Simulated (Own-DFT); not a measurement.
Simulation results for GaN (wurtzite, strained, atoms displaced)

All values are calculated (Own-DFT development build). A calculation, not a measurement: plane-wave PBE density functional theory by an unreviewed code, no spin, of a simulated periodic cell, stress positive in tension, free energy of the whole cell less one offset for each atom, forces on such cells passed a denser k mesh, this cell's mesh not checked; offsets are fitted by least squares, one for each functional and potential file, so energies compare only between cells with the same atoms and settings and are not formation energies; the far tail of each file's local potential was reset to the Coulomb form; each entry is a single point on an unrelaxed cell, so the pressure reflects the starting lattice, mostly measured values (interpolated for alloys), from which strain is counted, and rises with the displacements; printed positions are rounded, which can move forces by about a meV/angstrom; the program, named Own-DFT, is a retired in-house code; no spin-orbit coupling.

GaN (wurtzite, strained, atoms displaced)

```
GaN
1.0
     12.7560     0.0000     0.0000
     -4.7835     8.2853     0.0000
      0.0000     0.0000    10.3959
Ga N Ga N Ga N Ga N Ga N Ga N Ga N Ga N Ga N Ga N Ga N Ga N Ga N Ga N Ga N Ga N Ga N Ga N Ga N Ga N Ga N Ga N Ga N Ga N
2 2 2 2 2 2 2 2 2 2 2 2 2 2 2 2 2 2 2 2 2 2 2 2 2 2 2 2 2 2 2 2 2 2 2 2 2 2 2 2 2 2 2 2 2 2 2 2
Direct
  0.08059 0.21858 0.99790
  0.17076 0.10910 0.25470
  0.07974 0.21480 0.18438
  0.17773 0.11792 0.44312
  0.08050 0.22848 0.49865
  0.16633 0.11230 0.74619
  0.08118 0.22309 0.68459
  0.16729 0.10746 0.93253
  0.08564 0.56937 0.99511
  0.16378 0.44126 0.25402
  0.08078 0.56101 0.18949
  0.17245 0.45419 0.43885
  0.08307 0.56056 0.49924
  0.16503 0.44061 0.74678
  0.08416 0.55924 0.69324
  0.16912 0.44602 0.93666
  0.08275 0.89434 0.00063
  0.16320 0.77699 0.25191
  0.08972 0.89846 0.18721
  0.17557 0.77747 0.44156
  0.08163 0.88896 0.49767
  0.16430 0.77242 0.74983
  0.08687 0.89545 0.69132
  0.17421 0.77714 0.94063
  0.33365 0.21926 0.00252
  0.41526 0.10511 0.23787
  0.33171 0.21851 0.18974
  0.42502 0.10831 0.44425
  0.33060 0.22412 0.49843
  0.41789 0.11135 0.74749
  0.33399 0.21999 0.69064
  0.42130 0.10047 0.93884
  0.32950 0.55790 0.00340
  0.41375 0.44700 0.25230
  0.33988 0.55860 0.18351
  0.42535 0.45388 0.43419
  0.33066 0.54921 0.50548
  0.41474 0.44572 0.74763
  0.32868 0.54847 0.68374
  0.42611 0.44461 0.93793
  0.32471 0.88621 0.99891
  0.42083 0.78661 0.24935
  0.32538 0.88717 0.20403
  0.41681 0.77552 0.44706
  0.33453 0.89101 0.50249
  0.41387 0.78451 0.74570
  0.33377 0.89215 0.69375
  0.42423 0.78455 0.94313
  0.58560 0.22875 0.99506
  0.66921 0.11549 0.24514
  0.58201 0.21527 0.18873
  0.66208 0.10095 0.44236
  0.58825 0.22431 0.50334
  0.66334 0.09960 0.75368
  0.58508 0.22968 0.68414
  0.66618 0.09968 0.94329
  0.57565 0.55230 0.00409
  0.67250 0.43945 0.24690
  0.58074 0.54949 0.18588
  0.67164 0.45366 0.43135
  0.57076 0.54247 0.49590
  0.66292 0.43609 0.74079
  0.58837 0.55664 0.68558
  0.66867 0.44294 0.93365
  0.57287 0.87840 0.00287
  0.66769 0.77531 0.24738
  0.57768 0.89206 0.19487
  0.66546 0.77289 0.43545
  0.58498 0.89044 0.49638
  0.66169 0.77771 0.75551
  0.57921 0.89524 0.68679
  0.65922 0.78064 0.93822
  0.83164 0.21409 0.99583
  0.92047 0.11609 0.24520
  0.83306 0.22563 0.18784
  0.91512 0.10522 0.43079
  0.83312 0.21483 0.49455
  0.92122 0.11969 0.74948
  0.84058 0.22960 0.68452
  0.91507 0.11747 0.94311
  0.82835 0.55012 0.99420
  0.91559 0.44859 0.25690
  0.83113 0.55242 0.19033
  0.92043 0.44347 0.42640
  0.82576 0.55559 0.49430
  0.91583 0.44662 0.75066
  0.82875 0.55043 0.68374
  0.92368 0.44948 0.93784
  0.83440 0.89735 0.99733
  0.91242 0.77261 0.25511
  0.83204 0.89098 0.18611
  0.91386 0.77590 0.43924
  0.83278 0.88929 0.49570
  0.91364 0.77225 0.75209
  0.82905 0.88708 0.68797
  0.91116 0.76864 0.93528
```

It was run with functional PBE, potential files PseudoDojo norm-conserving, scalar-relativistic, standard set with the stringent files for Ga, wave cutoff 96 hartree, occupations Gaussian, smearing width 0.01 eV and k mesh 3 x 4 x 3 centred on Gamma.

The calculation gives: free energy of cell above offsets -4.795 eV; pressure 6.75 GPa; stress xx -7.26 GPa; stress yy -7.4 GPa; stress zz -5.6 GPa; stress yz -0.6 GPa; stress xz -1.36 GPa; stress xy -2.84 GPa.

Force:
```csv
element,x (eV/Å),y (eV/Å),z (eV/Å)
Ga,0.711,0.915,0.023
Ga,-0.852,0.642,-0.164
N,1.171,1.09,0.611
N,-3.207,-1.292,-0.993
Ga,0.681,-0.447,-0.419
Ga,0.279,0.296,0.074
N,0.664,-0.037,0.068
N,-0.425,0.712,0.556
Ga,0.697,-2.447,1.463
Ga,0.092,0.73,-1.356
N,0.764,-0.714,-0.441
N,-0.79,-1.403,-0.017
Ga,0.074,-0.363,0.437
Ga,-0.229,0.597,0.741
N,0.045,-0.905,-1.125
N,-0.606,-0.391,-0.053
Ga,0.102,-1.06,-0.282
Ga,-0.122,-0.203,0.54
N,-1.06,-1.518,0.347
N,-2.459,0.228,-0.254
Ga,0.898,-0.051,0.735
Ga,0.007,1.557,0.155
N,-0.44,-1.456,-0.661
N,-3.046,0.612,-1.382
Ga,0.343,0.315,-0.788
Ga,0.213,1.099,2.232
N,0.169,0.78,-0.166
N,-1.691,0.95,-1.027
Ga,3.429,0.62,0.841
Ga,0.081,0.351,0.407
N,-0.484,0.625,-0.52
N,-1.429,1.221,-0.109
Ga,1.218,-0.02,-1.132
Ga,1.159,-0.393,-0.94
N,-1.634,0.018,1.299
N,-3.765,-2.663,-0.251
Ga,0.731,1.486,-1.429
Ga,1.182,-0.125,0.607
N,0.139,0.885,1.51
N,-3.109,-1.365,-0.8
Ga,3.228,0.809,1.564
Ga,-1.35,-1.367,1.512
N,1.278,-0.564,-2.374
N,-0.133,-0.386,-0.835
Ga,1.097,0.226,0.125
Ga,1.033,-1.099,0.915
N,-0.876,-0.379,-0.634
N,-3.689,-2.137,-1.57
Ga,0.877,-1.19,0.616
Ga,0.187,-0.762,0.969
N,-0.352,0.973,-0.849
N,0.713,2.346,-1.145
Ga,-0.113,-0.001,-1.258
Ga,0.155,2.262,0.047
N,0.571,-2.371,0.872
N,-0.739,1.133,-0.72
Ga,2.422,1.237,-0.324
Ga,-2.183,-0.307,-0.001
N,0.398,0.191,0.777
N,-1.171,-1.779,0.34
Ga,3.937,2.913,1.414
Ga,-0.037,1.93,1.43
N,-1.515,-0.055,-0.135
N,-1.009,0.203,-0.198
Ga,2.076,1.959,1.461
Ga,-0.872,-0.101,0.198
N,2.066,0.026,-1.048
N,-0.011,0.107,0.189
Ga,0.017,-1.619,0.47
Ga,0.255,-0.067,-1.19
N,0.809,-1.673,-0.292
N,1.667,-0.56,0.665
Ga,-1.617,2.037,1.239
Ga,-1.122,-0.697,-0.051
N,0.51,0.069,-0.248
N,0.578,0.78,0.489
Ga,-0.704,0.647,0.288
Ga,-0.752,-1.423,0.022
N,-0.827,-0.808,0.155
N,1.997,-0.948,-1.602
Ga,0.935,0.034,0.933
Ga,0.562,-0.46,-3.555
N,0.672,0.916,-1.085
N,-0.613,-0.079,4.1
Ga,1.951,-0.061,1.056
Ga,-0.069,-0.051,-0.208
N,0.664,0.56,-0.108
N,-1.158,-0.813,-0.127
Ga,-0.325,-1.657,0.067
Ga,0.115,0.819,-1.41
N,0.59,-0.149,-0.076
N,0.821,0.597,-0.087
Ga,-0.756,-0.673,0.932
Ga,-0.303,0.455,-1.122
N,0.41,0.661,0.22
N,0.203,1.466,0.851
```
